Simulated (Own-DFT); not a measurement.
# How strain changes the stress of diamond-structure GeSn with randomly placed atoms, 64 atoms (Ge60Sn4)

All numbers below are calculated, not measured. The program, named Own-DFT, is a retired in-house plane-wave density functional code that no person has reviewed. Each row is one single-point run on a periodic cell that was not relaxed, without spin or spin-orbit coupling.

Settings of every run: PBE; PseudoDojo norm-conserving scalar-relativistic files; cutoff 49 hartree; 3 x 3 x 3 k mesh centred on Gamma; Fermi-Dirac smearing of 0.1 eV.

Known limits: forces on such cells moved up to 12 meV/angstrom on a denser k mesh; stress not checked against mesh or cutoff.

Unstrained cell vectors in Å: (11.420, 0.000, 0.000); (0.000, 11.420, 0.000); (0.000, 0.000, 11.420). The unstrained cell has measured lattice constants (interpolated for alloys), not those of this functional. That, the random moves and any unrelaxed bonds set the pressure at no strain. Each run strains this cell uniformly, with the atoms carried along. Every atom was also moved at random, by a Gaussian of width 0.05 Å on each axis. The random placing of the alloy's atoms differs from row to row. Strain is the symmetric tensor, in per cent. Stress is positive in tension, and the pressure is minus a third of its trace.

| run | e_xx (%) | e_yy (%) | e_zz (%) | s_xx (GPa) | s_yy (GPa) | s_zz (GPa) | P (GPa) | E (meV/atom) |
|---|---|---|---|---|---|---|---|---|
| 1 | -2.75 | -2.75 | 0.00 | -10.18 | -10.22 | -8.51 | 9.63 | 89.2 |
| 2 | 2.25 | 2.25 | 0.00 | -1.24 | -1.37 | -2.60 | 1.74 | 9.9 |
| 3 | 0.50 | 0.50 | 0.00 | -3.81 | -3.89 | -4.27 | 3.99 | 15.8 |
| 4 | -0.50 | -0.50 | 0.00 | -5.67 | -5.63 | -5.27 | 5.52 | 31.3 |
| 5 | -1.75 | -1.75 | 0.00 | -8.22 | -7.95 | -7.14 | 7.77 | 63.6 |
| 6 | 3.00 | 3.00 | 0.00 | -0.23 | -0.15 | -1.88 | 0.75 | 0.0 |
| 7 | -2.00 | -2.00 | 0.00 | -8.48 | -8.56 | -7.19 | 8.08 | 61.1 |
| 8 | 2.75 | 2.75 | 0.00 | -0.63 | -0.63 | -2.09 | 1.12 | 5.7 |
| 9 | 1.50 | 1.50 | 0.00 | ? | ? | ? | ? | ? |

E is the free energy for each atom above the lowest run shown.

## Worked fit

The change of volume is close to e_xx + e_yy + e_zz. A straight line through the runs shown gives P = 5.14 - 75 x (fractional change of volume) GPa, with an error of 2 on the slope and a scatter of 0.30 GPa. The strain isn't the same on all axes, but the crystal is cubic, so the slope still estimates the bulk modulus, averaged over pressures from 0.8 to 9.6 GPa.

## Withheld run

Question: what pressure should run 9 give? Its volume changes by 3.02 %.

The line gives 2.9 GPa. The calculation gave 2.60 GPa.
